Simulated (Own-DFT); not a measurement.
## Calculated data, GaAs (zincblende with one plane slipped along a stacking-fault path, atoms displaced)

All values are calculated (Own-DFT development build). A calculation, not a measurement: plane-wave PBE density functional theory by an unreviewed code, no spin, of a simulated periodic cell, stress positive in tension, free energy of the whole cell less one offset for each atom, forces on such cells passed a denser k mesh, this cell's mesh not checked; offsets are fitted by least squares, one for each functional and potential file, so energies compare only between cells with the same atoms and settings and are not formation energies; the far tail of each file's local potential was reset to the Coulomb form; each entry is a single point on an unrelaxed cell, so the pressure reflects the starting lattice, mostly measured values (interpolated for alloys), from which strain is counted, and rises with the displacements; printed positions are rounded, which can move forces by about a meV/angstrom; the program, named Own-DFT, is a retired in-house code; no spin-orbit coupling.

Common to all runs: functional PBE; potential files PseudoDojo norm-conserving, scalar-relativistic, standard set; wave cutoff 42 hartree; occupations Fermi-Dirac; smearing width 0.1 eV; k mesh 4 x 4 x 2 centred on Gamma.

(1) GaAs (zincblende with one plane slipped along a stacking-fault path, atoms displaced)

```
CELL_PARAMETERS angstrom
5.65330 -5.65330 0.00000
0.00000 5.65330 -5.65330
11.77770 11.77770 10.36440
ATOMIC_POSITIONS crystal
Ga 0.00159 0.99854 0.99841
As 0.99257 0.97939 0.12534
Ga 0.15791 0.30707 0.16509
As 0.14398 0.29030 0.29023
Ga 0.30297 0.10952 0.33559
As 0.29185 0.08378 0.46024
Ga 0.03020 0.08068 0.50149
As 0.03235 0.06321 0.62453
Ga 0.19344 0.38181 0.66596
As 0.18230 0.36366 0.79403
Ga 0.34805 0.19193 0.83477
As 0.33703 0.17077 0.95787
Ga 0.00053 0.50377 0.99812
As 0.98764 0.47250 0.12572
Ga 0.15165 0.80507 0.16576
As 0.14732 0.79064 0.29077
Ga 0.30532 0.61100 0.33184
As 0.30099 0.59846 0.45890
Ga 0.03838 0.58488 0.50147
As 0.03494 0.56423 0.62643
Ga 0.19309 0.88713 0.66904
As 0.18439 0.86748 0.79169
Ga 0.34265 0.68987 0.83306
As 0.33521 0.67589 0.95812
Ga 0.50026 0.99664 0.00373
As 0.48294 0.98140 0.12484
Ga 0.65627 0.30914 0.16422
As 0.64153 0.28222 0.29334
Ga 0.80306 0.10764 0.33570
As 0.79620 0.08472 0.45912
Ga 0.54969 0.08564 0.49858
As 0.53140 0.06037 0.62548
Ga 0.69746 0.38914 0.66461
As 0.68065 0.35612 0.79364
Ga 0.84410 0.19588 0.83419
As 0.84428 0.18012 0.95709
Ga 0.49742 0.49801 0.00166
As 0.48423 0.47861 0.12140
Ga 0.66068 0.81176 0.16668
As 0.63775 0.78714 0.28794
Ga 0.80737 0.61053 0.33596
As 0.79675 0.59137 0.45776
Ga 0.54520 0.58664 0.50036
As 0.52849 0.56300 0.62729
Ga 0.69383 0.89148 0.66605
As 0.68099 0.86596 0.79326
Ga 0.84256 0.68467 0.83244
As 0.84143 0.68044 0.95990
```

```
free energy of cell above offsets : -12.624 eV
pressure                          : 5.68 GPa
stress xx                         : -6.99 GPa
stress yy                         : -6.45 GPa
stress zz                         : -3.61 GPa
stress yz                         : -0.42 GPa
stress xz                         : -0.5 GPa
stress xy                         : 2.13 GPa
```

Force:
```csv
element,x (eV/Å),y (eV/Å),z (eV/Å)
Ga,0.376,0.536,-0.275
As,-0.259,-0.151,-0.346
Ga,-0.104,0.263,0.378
As,-0.094,-0.145,0.617
Ga,0.062,0.142,-0.369
As,-1.662,-0.764,-1.116
Ga,3.931,-0.49,1.504
As,-0.086,-0.037,0.538
Ga,0.343,0.644,0.002
As,-0.371,-0.341,-0.231
Ga,-0.201,0.065,0.031
As,0.421,0.079,0.083
Ga,0.315,0.223,0.301
As,0.008,-0.173,-0.69
Ga,-0.104,0.023,0.447
As,-0.298,0.109,0.39
Ga,0.213,0.369,-0.008
As,-1.985,-0.965,-1.66
Ga,2.325,0.615,1.401
As,-0.111,-0.143,0.099
Ga,-0.035,-0.137,-0.391
As,-0.072,0.25,0.289
Ga,0.202,0.016,-0.094
As,0.227,-0.253,0.074
Ga,-0.232,-0.452,-0.748
As,0.733,-0.294,0.353
Ga,-0.051,0.617,0.405
As,-0.214,-0.038,-0.308
Ga,-0.122,-0.378,-0.461
As,-3.017,-1.344,-2.042
Ga,0.754,2.657,1.571
As,-0.344,0.055,-0.259
Ga,0.175,0.41,0.268
As,-0.541,0.063,-0.937
Ga,0.242,-0.619,0.431
As,-0.171,0.365,0.681
Ga,-0.546,-0.579,-0.67
As,1.226,0.369,0.162
Ga,-0.873,-0.106,-0.145
As,0.9,0,0.72
Ga,-0.565,-0.305,-0.673
As,-1.682,-1.126,-1.372
Ga,1.485,1.647,1.81
As,0.03,-0.521,-0.165
Ga,0.465,0.148,0.306
As,-0.042,-0.307,-0.123
Ga,0.226,0.316,-0.112
As,-0.883,-0.313,0.334
```

(2) GaAs (zincblende with one plane slipped along a stacking-fault path, atoms displaced)

```
CELL_PARAMETERS angstrom
5.65330 -5.65330 0.00000
0.00000 5.65330 -5.65330
11.77770 11.77770 10.36440
ATOMIC_POSITIONS crystal
Ga 0.00113 0.00049 0.00012
As 0.99354 0.98735 0.12657
Ga 0.15308 0.31463 0.16840
As 0.14549 0.28879 0.29165
Ga 0.30353 0.11174 0.33435
As 0.28815 0.08533 0.45853
Ga 0.03297 0.07382 0.50284
As 0.03875 0.06669 0.62407
Ga 0.19006 0.38732 0.66398
As 0.18340 0.36357 0.79278
Ga 0.34208 0.19505 0.83287
As 0.33941 0.17378 0.95795
Ga 0.00034 0.50219 0.00100
As 0.99082 0.47848 0.12340
Ga 0.15630 0.80878 0.16575
As 0.14076 0.78412 0.29320
Ga 0.30728 0.61829 0.33426
As 0.28988 0.58784 0.45644
Ga 0.04503 0.57678 0.50057
As 0.02964 0.55881 0.62754
Ga 0.19380 0.89096 0.66824
As 0.18705 0.87020 0.78937
Ga 0.34411 0.68864 0.83249
As 0.33126 0.67068 0.95671
Ga 0.49158 0.99552 0.99861
As 0.48771 0.97542 0.12412
Ga 0.64641 0.30873 0.16657
As 0.64337 0.28538 0.29143
Ga 0.80821 0.11916 0.33281
As 0.79863 0.08835 0.46064
Ga 0.54123 0.07801 0.49972
As 0.52911 0.05342 0.62624
Ga 0.68901 0.38785 0.66701
As 0.68581 0.36904 0.79019
Ga 0.84397 0.19679 0.83423
As 0.83752 0.17218 0.95893
Ga 0.49894 0.49861 0.00102
As 0.48782 0.47970 0.12608
Ga 0.65327 0.80413 0.16699
As 0.64308 0.78268 0.29517
Ga 0.80903 0.61146 0.33167
As 0.79293 0.59452 0.45819
Ga 0.53801 0.58640 0.49916
As 0.53690 0.57023 0.62571
Ga 0.69522 0.88278 0.66724
As 0.69013 0.86722 0.79115
Ga 0.84229 0.69458 0.83240
As 0.83685 0.68067 0.95869
```

```
free energy of cell above offsets : -12.880 eV
pressure                          : 5.62 GPa
stress xx                         : -6.37 GPa
stress yy                         : -6.7 GPa
stress zz                         : -3.79 GPa
stress yz                         : -0.18 GPa
stress xz                         : -0.85 GPa
stress xy                         : 2.32 GPa
```

Force:
```csv
element,x (eV/Å),y (eV/Å),z (eV/Å)
Ga,0.327,0.241,-0.088
As,-0.172,-0.196,0.096
Ga,-0.044,-0.327,0.218
As,0.113,0.254,0.019
Ga,0.094,-0.058,-0.036
As,-0.846,-1.592,-1.449
Ga,2.344,0.335,1.634
As,-0.215,0.329,0.703
Ga,0.934,0.178,0.095
As,-0.719,0.032,-0.466
Ga,0.474,-0.497,0.152
As,-0.242,0.236,-0.122
Ga,-0.535,-0.141,-0.144
As,-0.052,0.829,0.059
Ga,-0.131,0.23,0.314
As,-0.113,-0.352,-0.571
Ga,-0.191,-0.339,0.111
As,-0.764,-2.353,-1.702
Ga,-0.07,3.333,1.826
As,-0.436,0.147,-0.481
Ga,-0.187,-0.535,-0.131
As,0.224,0.523,0.671
Ga,0.149,-0.117,-0.406
As,0.295,-0.13,0.109
Ga,0.485,-0.313,0.036
As,0.279,0.076,-0.308
Ga,0.236,-0.703,0.27
As,-0.293,0.195,0.044
Ga,0.279,-0.184,0.513
As,-2.723,-1.037,-2.293
Ga,0.858,2,1.471
As,-0.005,0.101,-0.385
Ga,-0.101,-0.474,0.037
As,-0.13,0.489,0.279
Ga,0.133,-0.325,0.177
As,-0.215,0.365,-0.042
Ga,-0.072,0.049,-0.223
As,-0.23,0.051,-0.228
Ga,0.343,0.28,0.001
As,-0.261,-0.113,-0.663
Ga,0.135,0.449,0.439
As,-0.367,-2.198,-1.415
Ga,1.679,1.44,1.616
As,-0.844,-0.37,0.481
Ga,0.531,0.297,-0.634
As,-0.43,0.773,-0.162
Ga,0.645,-0.437,0.182
As,-0.17,-0.439,0.398
```

(3) GaAs (zincblende with one plane slipped along a stacking-fault path, atoms displaced)

```
CELL_PARAMETERS angstrom
5.65330 -5.65330 0.00000
0.00000 5.65330 -5.65330
11.77770 11.77770 10.36440
ATOMIC_POSITIONS crystal
Ga 0.00342 0.00134 0.99776
As 0.98800 0.97935 0.12385
Ga 0.15571 0.30268 0.16812
As 0.14678 0.28747 0.29164
Ga 0.29957 0.10996 0.33143
As 0.29825 0.08631 0.45988
Ga 0.04146 0.08739 0.49786
As 0.03542 0.06464 0.62616
Ga 0.19339 0.38725 0.66721
As 0.18888 0.37849 0.79239
Ga 0.34760 0.19771 0.83366
As 0.33892 0.17154 0.95953
Ga 0.00398 0.50309 0.00000
As 0.99185 0.48186 0.12635
Ga 0.15165 0.80219 0.16765
As 0.13953 0.78176 0.29495
Ga 0.30313 0.60953 0.33458
As 0.29622 0.59479 0.45760
Ga 0.04434 0.58397 0.49904
As 0.03563 0.57172 0.62575
Ga 0.19465 0.88650 0.66802
As 0.18681 0.87000 0.79118
Ga 0.34731 0.69495 0.83243
As 0.34570 0.68122 0.95711
Ga 0.49218 0.99638 0.99844
As 0.49462 0.98661 0.12478
Ga 0.64900 0.29789 0.16927
As 0.64082 0.28290 0.29189
Ga 0.80604 0.11424 0.33219
As 0.79255 0.08807 0.46175
Ga 0.53769 0.07485 0.49953
As 0.52872 0.06525 0.62410
Ga 0.69203 0.38589 0.66646
As 0.68008 0.37103 0.79110
Ga 0.84942 0.19399 0.83285
As 0.84044 0.17624 0.95955
Ga 0.50331 0.50446 0.00006
As 0.48763 0.48398 0.12198
Ga 0.64621 0.79794 0.16661
As 0.64662 0.78766 0.29357
Ga 0.80192 0.60992 0.33633
As 0.79404 0.58635 0.45889
Ga 0.53940 0.58307 0.50273
As 0.53464 0.56607 0.62888
Ga 0.69275 0.88907 0.66489
As 0.67805 0.85972 0.79239
Ga 0.84274 0.69753 0.83150
As 0.83495 0.67594 0.95880
```

```
free energy of cell above offsets : -12.469 eV
pressure                          : 5.7 GPa
stress xx                         : -6.85 GPa
stress yy                         : -6.7 GPa
stress zz                         : -3.55 GPa
stress yz                         : 0.14 GPa
stress xz                         : -0.21 GPa
stress xy                         : 2.11 GPa
```

Force:
```csv
element,x (eV/Å),y (eV/Å),z (eV/Å)
Ga,0.112,0.372,0.181
As,0.085,-0.05,0.288
Ga,-0.447,-0.011,-0.349
As,-0.25,0.305,0.087
Ga,0.726,0.011,0.423
As,-2.927,-0.712,-1.957
Ga,2.722,0.809,1.625
As,-0.406,-0.129,0.031
Ga,0.095,0.27,-0.29
As,-0.494,-0.419,0.62
Ga,-0.074,0.088,0.1
As,-0.245,0.233,-0.682
Ga,0.123,0.109,-0.072
As,-0.257,-0.242,0.37
Ga,0.233,0.279,-0.331
As,-0.425,-0.27,-0.198
Ga,0.262,-0.203,-0.349
As,-0.804,-2.042,-1.518
Ga,1.36,2.162,1.73
As,-0.501,-0.523,0.573
Ga,0.155,0.263,-0.473
As,-0.039,0.431,0.153
Ga,0.191,0.502,-0.107
As,-0.571,-0.047,0.544
Ga,1.022,-0.08,-0.13
As,-0.549,-0.294,0.661
Ga,0.011,0.158,-1.067
As,0.034,0.413,0.01
Ga,0.462,0.186,0.312
As,-2.06,-2.094,-2.183
Ga,1.862,1.718,1.893
As,0.086,-0.222,0.333
Ga,0.399,0.002,-0.269
As,0.333,-0.444,0.266
Ga,-0.114,0.284,0.035
As,-0.431,0.028,-0.066
Ga,-0.356,-0.207,0.031
As,0.463,-0.196,0.973
Ga,0.458,0.277,-0.444
As,-0.568,-0.086,0.071
Ga,-0.1,-0.275,-0.08
As,-1.702,-0.801,-1.223
Ga,1.666,1.176,1.5
As,-0.691,-0.381,0.049
Ga,0.549,0.445,-0.258
As,-0.066,0.13,-1.097
Ga,0.642,-0.305,0.389
As,0.026,-0.62,-0.107
```

(4) GaAs (zincblende with one plane slipped along a stacking-fault path, atoms displaced)

```
CELL_PARAMETERS angstrom
5.65330 -5.65330 0.00000
0.00000 5.65330 -5.65330
11.77770 11.77770 10.36440
ATOMIC_POSITIONS crystal
Ga 0.00083 0.00639 0.00048
As 0.98040 0.97918 0.12758
Ga 0.15786 0.31283 0.16630
As 0.14720 0.28870 0.29319
Ga 0.30798 0.11712 0.33417
As 0.28839 0.08944 0.45851
Ga 0.03308 0.08176 0.49823
As 0.03050 0.06153 0.62605
Ga 0.19300 0.39339 0.66727
As 0.19755 0.37801 0.79275
Ga 0.35370 0.19864 0.83358
As 0.34314 0.18336 0.95716
Ga 0.00348 0.49906 0.00176
As 0.00057 0.48410 0.12540
Ga 0.15558 0.80863 0.16919
As 0.14380 0.78248 0.29140
Ga 0.31167 0.61459 0.33340
As 0.29782 0.58902 0.45692
Ga 0.04644 0.58256 0.49911
As 0.02699 0.55571 0.62501
Ga 0.18866 0.89216 0.66597
As 0.18482 0.86921 0.79186
Ga 0.34938 0.69779 0.83358
As 0.34239 0.67625 0.95813
Ga 0.50781 0.00392 0.00001
As 0.49439 0.97575 0.12607
Ga 0.65023 0.30544 0.16446
As 0.64651 0.29061 0.29532
Ga 0.80768 0.11304 0.33263
As 0.78704 0.08631 0.45801
Ga 0.53651 0.08044 0.49906
As 0.53158 0.06267 0.62320
Ga 0.69200 0.38442 0.66901
As 0.68487 0.37291 0.79235
Ga 0.85098 0.19937 0.83419
As 0.83513 0.17291 0.95489
Ga 0.49789 0.49965 0.00062
As 0.47870 0.47776 0.12473
Ga 0.64398 0.80411 0.16339
As 0.63926 0.78397 0.29341
Ga 0.79945 0.60759 0.33465
As 0.79178 0.59118 0.45696
Ga 0.53666 0.57226 0.49846
As 0.53480 0.56479 0.62558
Ga 0.69133 0.88834 0.66725
As 0.68848 0.87267 0.79041
Ga 0.84274 0.68997 0.83093
As 0.84358 0.67343 0.95667
```

```
free energy of cell above offsets : -12.558 eV
pressure                          : 5.7 GPa
stress xx                         : -6.48 GPa
stress yy                         : -6.83 GPa
stress zz                         : -3.8 GPa
stress yz                         : -0.32 GPa
stress xz                         : -0.63 GPa
stress xy                         : 2.42 GPa
```

Force:
```csv
element,x (eV/Å),y (eV/Å),z (eV/Å)
Ga,0.043,-0.385,0.249
As,0.332,-0.64,-0.3
Ga,-0.266,0.369,1.05
As,-0.432,-0.125,-0.172
Ga,-0.078,-0.32,0.339
As,-1.215,-1.649,-1.51
Ga,2.005,1.563,1.864
As,-0.451,0.273,-0.508
Ga,0.35,-0.401,0.174
As,-0.711,0.066,0.363
Ga,-0.326,0.03,0.191
As,-0.037,-0.06,0.826
Ga,-0.206,-0.276,-0.257
As,-0.603,0.67,0.073
Ga,-0.406,-0.097,-0.361
As,0.21,0.663,0.127
Ga,-0.28,0.291,0.141
As,-1.685,-1.196,-1.735
Ga,0.519,2.192,1.516
As,-0.033,0.345,-0.461
Ga,0.413,-0.584,0.342
As,-0.096,0.033,-0.112
Ga,0.269,0.044,-0.278
As,-0.145,0.273,-0.019
Ga,-0.409,0.334,0.09
As,-0.839,0.755,-0.797
Ga,0.654,0.243,0.072
As,-0.912,-0.79,-0.085
Ga,0.142,0.091,0.099
As,-1.645,-1.768,-1.836
Ga,1.164,1.89,1.53
As,-0.091,0.34,0.333
Ga,-0.245,-0.11,-0.318
As,-0.054,-0.65,0.428
Ga,-0.212,-0.623,-0.555
As,0.834,0.447,0.18
Ga,0.398,-0.309,-0.52
As,0.673,-0.851,-0.202
Ga,0.988,-0.039,0.963
As,-0.101,-0.691,-0.654
Ga,0.377,-0.041,-0.667
As,0.066,-2.234,-1.492
Ga,1.732,1.902,2.156
As,-0.395,-0.168,0.182
Ga,0.021,-0.158,-0.289
As,0.057,0.362,0.153
Ga,0.651,0.415,-0.394
As,-0.024,0.574,0.083
```
